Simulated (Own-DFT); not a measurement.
# Energy and forces against displacement in a stack of Si and Ge or SiGe layers, 96 atoms (Ge48Si48)

Calculated results; nothing here was measured. The program, named Own-DFT, is a retired in-house plane-wave density functional code that no person has reviewed. Each row is one single-point run on a periodic cell that was not relaxed, without spin or spin-orbit coupling.

Settings of every run: PBE; PseudoDojo norm-conserving scalar-relativistic files; cutoff 42 hartree; 3 x 3 x 2 k mesh centred on Gamma; Fermi-Dirac smearing of 0.1 eV.

Known limits: forces on such cells moved up to 12 meV/angstrom on a denser k mesh; stress not checked against mesh or cutoff.

Cell vectors in Å: (10.862, 0.000, 0.000); (0.000, 10.862, 0.000); (0.000, 0.000, 16.293). In each run every atom was moved at random and independently from its ideal site; u is the rms move along one axis. The random placing of the alloy's atoms differs from row to row. E is the free energy for each atom above the fitted value at u = 0, and F the rms of the force components.

| run | u (Å) | E (meV/atom) | F (eV/Å) | largest force (eV/Å) | P (GPa) |
|---|---|---|---|---|---|
| 1 | 0.0287 | 18.5 | 0.574 | 2.26 | 9.16 |
| 2 | 0.0312 | 18.3 | 0.607 | 2.52 | 9.17 |
| 3 | 0.0312 | 20.7 | 0.619 | 2.66 | 9.20 |
| 4 | 0.0566 | 72.8 | 1.125 | 6.58 | 9.86 |
| 5 | 0.0610 | 82.6 | 1.165 | 4.04 | 10.03 |
| 6 | 0.1024 | ? | ? | ? | ? |
| 7 | 0.1036 | 223.0 | 1.908 | 7.15 | 11.70 |
| 8 | 0.1051 | 222.1 | 1.980 | 10.19 | 11.61 |

## Worked fit

For small independent moves the energy grows as E = (3/2) K u², with K the mean stiffness felt by one atom. The runs with u up to 0.11 Å give K = 14.1 ± 0.5 eV/Å², with residuals divided by u² + 0.0006 Å², since the noise grows with the moves. The scatter is 3.5 meV/atom at u = 0.05 Å. The forces follow F² = F0² + G² u², fitted to F/u, with G = 18.8 eV/Å² and F0 = 0.19 eV/Å. F0 is the force that atoms already bear on their ideal sites. G exceeds K because the moves of its neighbours add to the force on an atom, and stiffness differs between atoms. The pressure follows P = 9.00 + 247 u² GPa: at fixed volume, shortened bonds push harder than stretched ones pull.

## Withheld run

Question: what energy and rms force should run 6 give?

The fit gives 222 ± 15 meV/atom and about 1.93 eV/Å. The calculation gave 221.1 meV/atom and 1.958 eV/Å.
